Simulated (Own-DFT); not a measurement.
# Energy and forces against displacement in zincblende GaP, 64 atoms (Ga32P32)

All numbers below are calculated, not measured. The program, named Own-DFT, is a retired in-house plane-wave density functional code that no person has reviewed. Each row is one single-point run on a periodic cell that was not relaxed, without spin or spin-orbit coupling.

Settings of every run: PBE; PseudoDojo norm-conserving scalar-relativistic files; cutoff 42 hartree; 3 x 3 x 3 k mesh centred on Gamma; Fermi-Dirac smearing of 0.1 eV.

Known limits: forces on such cells passed a denser k mesh, each cell not checked; stress not checked against mesh or cutoff.

Cell vectors in Å: (10.901, 0.000, 0.000); (0.000, 10.901, 0.000); (0.000, 0.000, 10.901). In each run every atom was moved at random and independently from its ideal site; u is the rms move along one axis. E is the free energy for each atom above the fitted value at u = 0, and F the rms of the force components.

```
run   u (Å)  E (meV/atom)  F (eV/Å)  largest force (eV/Å)  P (GPa)
  1  0.0189           6.0     0.267                  0.82     2.70
  2  0.0199           6.3     0.267                  0.96     2.71
  3  0.0448          31.9     0.631                  2.54     3.05
  4  0.0508             ?         ?                     ?        ?
  5  0.0956         134.9     1.273                  3.86     4.50
  6  0.0985         182.3     1.650                  7.83     5.27
  7  0.1074         179.6     1.486                  5.74     4.93
  8  0.1569         400.5     2.456                  8.62     8.43
  9  0.1803         532.8     3.118                 14.33    10.80
```

## Worked fit

For small independent moves the energy grows as E = (3/2) K u², with K the mean stiffness felt by one atom. The runs with u up to 0.11 Å give K = 10.9 ± 0.6 eV/Å², with residuals divided by u² + 0.0006 Å², since the noise grows with the moves. The scatter is 4.4 meV/atom at u = 0.05 Å. The forces follow F = G u with G = 14.3 eV/Å²; no force at u = 0 is resolved. G exceeds K because the moves of its neighbours add to the force on an atom, and stiffness differs between atoms. At u = 0.180 Å the parabola gives 530 meV/atom and the run 533. The pressure follows P = 2.63 + 222 u² GPa: at fixed volume, shortened bonds push harder than stretched ones pull.

## Withheld run

Question: what energy and rms force should run 4 give?

The fit gives 42 ± 5 meV/atom and about 0.73 eV/Å. The calculation gave 44.0 meV/atom and 0.723 eV/Å.
